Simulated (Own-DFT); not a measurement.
# What random displacements cost in beta-Si3N4, 112 atoms (N64Si48)

Calculated results; nothing here was measured. The program, named Own-DFT, is a retired in-house plane-wave density functional code that no person has reviewed. Each row is one single-point run on a periodic cell that was not relaxed, without spin or spin-orbit coupling.

Settings of every run: PBE; PseudoDojo norm-conserving scalar-relativistic files; cutoff 42 hartree; 2 x 2 x 4 k mesh centred on Gamma; Fermi-Dirac smearing of 0.1 eV.

Known limits, some of them of some rows only: some atoms lie very close together; forces on such cells moved up to 12 meV/angstrom on a denser k mesh; stress not checked against mesh or cutoff.

Cell vectors in Å: (15.212, 0.000, 0.000); (-7.606, 13.174, 0.000); (0.000, 0.000, 5.818). In each run every atom was moved at random and independently from its ideal site; u is the rms move along one axis. E is the free energy for each atom above the fitted value at u = 0, and F the rms of the force components.

```
run   u (Å)  E (meV/atom)  F (eV/Å)  largest force (eV/Å)  P (GPa)
  1  0.0192          16.1     0.840                  2.78     5.46
  2  0.0193          17.4     0.863                  3.67     5.51
  3  0.0194          19.2     0.913                  4.23     5.58
  4  0.0481         112.4     2.022                  7.91     8.30
  5  0.0497         109.1     1.952                  8.28     8.12
  6  0.0503             ?         ?                     ?        ?
  7  0.1004         494.1     5.172                 32.08    17.25
  8  0.1010         481.3     4.949                 34.12    17.91
  9  0.1058         511.6     4.833                 19.03    18.02
 10  0.1506         949.1     7.161                 52.48    27.13
```

## Worked fit

For small independent moves the energy grows as E = (3/2) K u², with K the mean stiffness felt by one atom. The runs with u up to 0.11 Å give K = 31.3 ± 0.6 eV/Å², with residuals divided by u² + 0.0006 Å², since the noise grows with the moves. The scatter is 5.1 meV/atom at u = 0.05 Å. The forces follow F = G u with G = 45.5 eV/Å²; no force at u = 0 is resolved. G exceeds K because the moves of its neighbours add to the force on an atom, and stiffness differs between atoms. At u = 0.151 Å the parabola gives 1066 meV/atom and the run 949. The pressure follows P = 5.18 + 1196 u² GPa: at fixed volume, shortened bonds push harder than stretched ones pull.

## Withheld run

Question: what energy and rms force should run 6 give?

The fit gives 119 ± 6 meV/atom and about 2.29 eV/Å. The calculation gave 104.8 meV/atom and 1.898 eV/Å. This run lies off the fit, by chance or by something that the fit leaves out.
